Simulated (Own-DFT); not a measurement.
# Response to strain: 4H SiC, 72 atoms (C36Si36)

These are calculations, not measurements. The program, named Own-DFT, is a retired in-house plane-wave density functional code that no person has reviewed. Each row is one single-point run on a periodic cell that was not relaxed, without spin or spin-orbit coupling.

Settings of every run: PBE; PseudoDojo norm-conserving scalar-relativistic files; cutoff 42 hartree; 4 x 4 x 3 k mesh centred on Gamma; Fermi-Dirac smearing of 0.1 eV.

Known limits: forces on such cells passed a denser k mesh, each cell not checked; stress not checked against mesh or cutoff.

Unstrained cell vectors in Å: (9.248, 0.000, 0.000); (-4.624, 8.009, 0.000); (0.000, 0.000, 10.068). The unstrained cell has measured lattice constants (interpolated for alloys), not those of this functional. That, the random moves and any unrelaxed bonds set the pressure at no strain. Each run strains this cell uniformly, with the atoms carried along. Every atom was also moved at random, by a Gaussian of width 0.05 Å on each axis. Strain is the symmetric tensor, in per cent. Stress is positive in tension, and the pressure is minus a third of its trace.

```
run  e_xx (%)  e_yy (%)  e_zz (%)  e_yz (%)  e_xz (%)  e_xy (%)  s_xx (GPa)  s_yy (GPa)  s_zz (GPa)  s_yz (GPa)  s_xz (GPa)  s_xy (GPa)  P (GPa)  E (meV/atom)
  1     -1.66      0.66      0.03     -0.89     -1.87      1.77      -15.06       -2.30       -5.80       -3.17       -5.36        8.51     7.72          29.5
  2     -0.95      1.58      0.30      1.98      0.37     -0.43       -7.89        2.12       -5.31        6.00        0.46       -2.68     3.69          24.7
  3     -0.85     -0.08      0.56     -0.58     -0.43     -1.30       -9.77       -4.91       -6.08       -1.63       -3.74       -5.60     6.92          31.1
  4     -1.75      1.20     -1.01      0.97     -1.96     -0.74      -13.38       -0.97      -12.28        3.80       -5.63       -1.78     8.87          28.9
  5      1.67      0.24     -1.71     -1.51     -1.08      1.20        4.50       -2.90      -16.79       -4.38       -4.20        4.93     5.06          17.2
  6      0.71      1.64     -1.38     -0.53      1.72      1.56        1.11        4.93      -17.18       -1.36        5.02        6.18     3.72          23.5
  7     -0.42     -1.10      0.71      1.28     -1.37      1.33      -10.12      -11.53       -2.71        4.23       -4.50        6.37     8.12          35.2
  8     -1.28     -0.84     -1.39      1.82      0.91     -0.94      -14.41      -10.59      -18.02        5.88        2.44       -3.94    14.34          45.3
  9      0.69     -1.64      1.88     -0.07      0.83      1.81       -2.24      -12.74        5.78        0.49        1.56        6.66     3.07           0.0
 10     -1.45     -1.51      1.97      1.56      1.15     -1.35      -15.58      -14.05        4.74        5.15        4.38       -7.04     8.30          32.9
 11     -0.18     -0.22      0.25     -1.76     -0.65      1.93       -6.28       -7.21       -3.78       -5.71       -2.52        6.96     5.75          25.8
 12      1.63      0.16      1.23      0.89      0.36     -0.63        2.73       -0.86        1.11        2.75        0.93       -1.80    -0.99          14.1
 13     -1.61     -0.51      0.81      0.06      1.69     -1.61      -17.14      -10.36       -1.00        0.39        6.40       -9.72     9.50          42.5
 14      0.15     -1.45      0.92     -1.18      0.07     -1.73       -3.72      -12.74       -1.64       -3.25       -0.28       -7.78     6.03           2.2
 15      1.78      0.35     -1.85      1.99      0.11      0.27        1.83       -2.20      -16.28        6.73        0.62        0.81     5.55          33.9
 16     -1.71     -0.84      1.53      0.93     -0.32      1.11      -15.89       -9.02        0.57        3.72       -1.19        5.74     8.11          18.1
 17      0.14     -1.86      0.97     -0.15     -0.69      0.82           ?           ?           ?           ?           ?           ?        ?             ?
```

E is the free energy for each atom above the lowest run shown.

## Worked fit

Each stress component was fitted by least squares to a constant and the strains of the runs shown, as fractions, with shears doubled. Shear strains stay in the fit of a normal stress only where such slopes are resolved. The slopes, in GPa:

```
stress  at no strain  per e_xx  per e_yy  per e_zz  scatter
  s_xx          -5.6  564 ± 31  132 ± 45   36 ± 39     1.48
  s_yy          -4.9  101 ± 20  555 ± 29   46 ± 25     0.94
  s_zz          -6.9   40 ± 32   17 ± 47  630 ± 40     1.52
```

Each shear stress against twice its own strain: yz 159 ± 4, xz 160 ± 12, xy 215 ± 10 GPa. These are stiffnesses along x, y and z of the frame in which the cell vectors are given, which need not be the crystal's axes. The atoms are held to the strained lattice; where symmetry lets them move under strain, relaxing them would lower some slopes. The table should be nearly symmetric about its diagonal, and what it lacks of that shows the noise. A ninth of its sum, 236 ± 8 GPa, estimates the bulk modulus near the mean pressure of these runs, 6.5 GPa, so it lies above the value at zero pressure.

## Withheld run

Question: what normal stresses and pressure should run 17 give?

The fit gives s_xx = -6.9, s_yy = -14.6, s_zz = -1.0 and P = 7.5 GPa. The calculation gave -6.67, -14.87, -0.93 and P = 7.49 GPa.
